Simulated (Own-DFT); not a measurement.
# Which defects push the lattice out? zincblende GaAs

Source: density functional calculations with Own-DFT, an unreviewed in-house program that is no longer used. Nothing was measured or relaxed, and spin and spin-orbit coupling are left out.

Settings: PBE; PseudoDojo norm-conserving scalar-relativistic files; cutoff 42 hartree; 3 x 3 x 3 k mesh centred on Gamma; Fermi-Dirac smearing of 0.1 eV.

Known weak points (not all hold for every row): not probed for a lower state with spin; forces not confirmed at this smearing and k mesh; stress not checked against mesh or cutoff.

All runs share one cell, with vectors in Å (10.862, 0.000, 0.000); (0.000, 10.862, 0.000); (0.000, 0.000, 11.796) and a volume of 1391.7 Å³, strained against the parent crystal. u is the rms random offset of the atoms per axis. The defect's site can differ from row to row.

```
cell,formula,u (Å),P (GPa)
no defect,As32Ga32,0.0311,6.66
no defect,As32Ga32,0.0438,7.01
no defect,As32Ga32,0.0449,6.97
one In on a Ga site,As32Ga31In,0.0297,7.40
one In on a Ga site,As32Ga31In,0.0297,7.38
one In on a Ga site,As32Ga31In,0.0317,7.43
one As vacancy and one Ga vacancy,As31Ga31,0.0305,5.97
one As vacancy and one Ga vacancy,As31Ga31,0.0472,6.14
one As vacancy and one Ga vacancy,As31Ga31,0.0514,6.10
one P on an As site,As31Ga32P,0.0306,6.37
one P on an As site,As31Ga32P,0.0513,6.89
one P on an As site,As31Ga32P,0.0531,6.87
one Al on a Ga site,AlAs32Ga31,0.0293,?
one Al on a Ga site,AlAs32Ga31,0.0297,6.67
one Al on a Ga site,AlAs32Ga31,0.0480,7.03
one Al on a Ga site,AlAs32Ga31,0.0533,7.12
```

## Working it out

P = P0 + c u² + a shift for each defect gives P0 = 6.51 GPa, c = 224 ± 31 GPa/Å² and a scatter of 0.08 GPa. The shifts, and each times the cell's volume:

- one In on a Ga site: 0.68 ± 0.07 GPa, 5.9 eV
- one Al on a Ga site: -0.02 ± 0.06 GPa, -0.2 eV (not resolved)
- one P on an As site: -0.28 ± 0.07 GPa, -2.4 eV
- one As vacancy and one Ga vacancy: -0.88 ± 0.06 GPa, -7.6 eV

A positive shift means that the defect pushes the cell outwards. Shift times volume (160.2 GPa Å³ is 1 eV) depends little on the cell's size, so, taken for each site, it can be compared between cells at like pressure. The atoms around the defects weren't relaxed, which would change these numbers.

## Prediction

The question: what pressure belongs in the blank (one Al on a Ga site, u = 0.0293 Å)?

Estimate: 6.68 ± 0.10 GPa. DFT gave 6.65 GPa.
